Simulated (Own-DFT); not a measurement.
# Point defects and the pressure they add: grey tin

Everything here is calculated. The program is Own-DFT (plane waves, in-house, since retired, never reviewed by a person); positions were held fixed, and spin and spin-orbit coupling were off.

All runs used: PBE; PseudoDojo norm-conserving scalar-relativistic files; cutoff 42 hartree; 3 x 3 x 3 k mesh centred on Gamma; cold (Marzari-Vanderbilt) smearing of 0.2 eV.

Caveats (not all hold for every row): not probed for a lower state with spin; forces on such cells moved up to 12 meV/angstrom on a denser k mesh; stress not checked against mesh or cutoff.

All runs share one cell, with vectors in Å (12.978, 0.000, 0.000); (0.000, 12.978, 0.000); (0.000, 0.000, 12.978) and a volume of 2185.9 Å³. The atoms are randomly displaced, by u rms on each axis. The defect's site can differ from row to row.

```
            cell  formula   u (Å)  P (GPa)
       no defect     Sn64  0.0188     3.37
       no defect     Sn64  0.0491     3.64
       no defect     Sn64  0.0499     3.69
  one Sn vacancy     Sn63  0.0302     3.26
  one Sn vacancy     Sn63  0.0332     3.23
  one Sn vacancy     Sn63  0.0454     3.36
  one Sn vacancy     Sn63  0.0534        ?
two Sn vacancies     Sn62  0.0279     3.12
two Sn vacancies     Sn62  0.0314     3.14
two Sn vacancies     Sn62  0.0474     3.28
```

## Worked fit

P = P0 + c u² + a shift for each defect gives P0 = 3.35 GPa, c = 127 ± 12 GPa/Å² and a scatter of 0.03 GPa. The shifts, and each times the cell's volume:

- one Sn vacancy: -0.23 ± 0.02 GPa, -3.2 eV
- two Sn vacancies: -0.34 ± 0.02 GPa, -4.6 eV (-2.3 eV for each of its 2 sites)

Positive is outwards. The product with the volume (160.2 GPa Å³ to the eV) is nearly free of the cell's size; divided by the bulk modulus at the cell's pressure it gives the volume that the defect adds. The atoms around the defects weren't relaxed, which would change these numbers.

## The run left out

Asked: what pressure belongs in the blank (one Sn vacancy, u = 0.0534 Å)?

The fit gives 3.47 ± 0.04 GPa. The hidden result is 3.44 GPa.
